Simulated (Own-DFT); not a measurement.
# Stretching a layer in its plane: diamond-structure GeSn with randomly placed atoms, 64 atoms (Ge52Sn12)

The numbers are computed, not measured, by runs of the plane-wave DFT program Own-DFT (in-house, retired, unreviewed) at fixed positions, with no spin and no spin-orbit coupling.

All runs used: PBE; PseudoDojo norm-conserving scalar-relativistic files; cutoff 49 hartree; 3 x 3 x 3 k mesh centred on Gamma; Fermi-Dirac smearing of 0.1 eV.

Limits: forces on such cells moved up to 12 meV/angstrom on a denser k mesh; stress not checked against mesh or cutoff.

Unstrained cell vectors in Å: (11.628, 0.000, 0.000); (0.000, 11.628, 0.000); (0.000, 0.000, 11.628). The unstrained cell has measured lattice constants (interpolated for alloys), not those of this functional. That, the random moves and any unrelaxed bonds set the pressure at no strain. Each run strains x and y alike by e, as a substrate would, and holds the height along z. Each atom got a random Gaussian move of width 0.05 Å along each axis. The random placing of the alloy's atoms differs from row to row. Stress is positive in tension.

| e (%) | u (Å) | (s_xx + s_yy)/2 (GPa) | s_zz (GPa) |
|---|---|---|---|
| -1.75 | 0.046 | -8.74 | -7.64 |
| -1.00 | 0.051 | -7.31 | -6.79 |
| -0.50 | 0.050 | -6.22 | -5.96 |
| -0.25 | 0.050 | -5.83 | -5.73 |
| 0.25 | 0.053 | ? | ? |
| 0.50 | 0.048 | -4.57 | -4.70 |
| 0.75 | 0.047 | -4.13 | -4.47 |
| 1.50 | 0.047 | -3.05 | -3.83 |
| 1.75 | 0.054 | -3.07 | -3.78 |
| 2.75 | 0.053 | -1.65 | -3.03 |

## Working it out

With e as a fraction, the in-plane stress is -5.4 + 169 e - 1288 e² GPa (errors 4 and 218, scatter 0.12), and s_zz is -5.4 + 116 e - 1149 e² GPa (slope ± 3, scatter 0.11). At e = 0 the first slope is C11 + C12 and the second 2 C12, both with the ions held to the strained lattice and at the cell's own pressure. The term in e² is negative: the layer stiffens under compression and softens under tension. A free layer would change its height as e changes, and the in-plane slope would drop by 2 C12²/C11 to the biaxial modulus. At fixed height, a misfit of 1 % moves the in-plane stress by about 1.7 GPa and s_zz by 1.2 GPa.

## Check

Asked: what are the two stresses at e = 0.25 %?

Estimate: -5.0 and -5.1 GPa. The hidden result is -5.09 and -5.20 GPa.
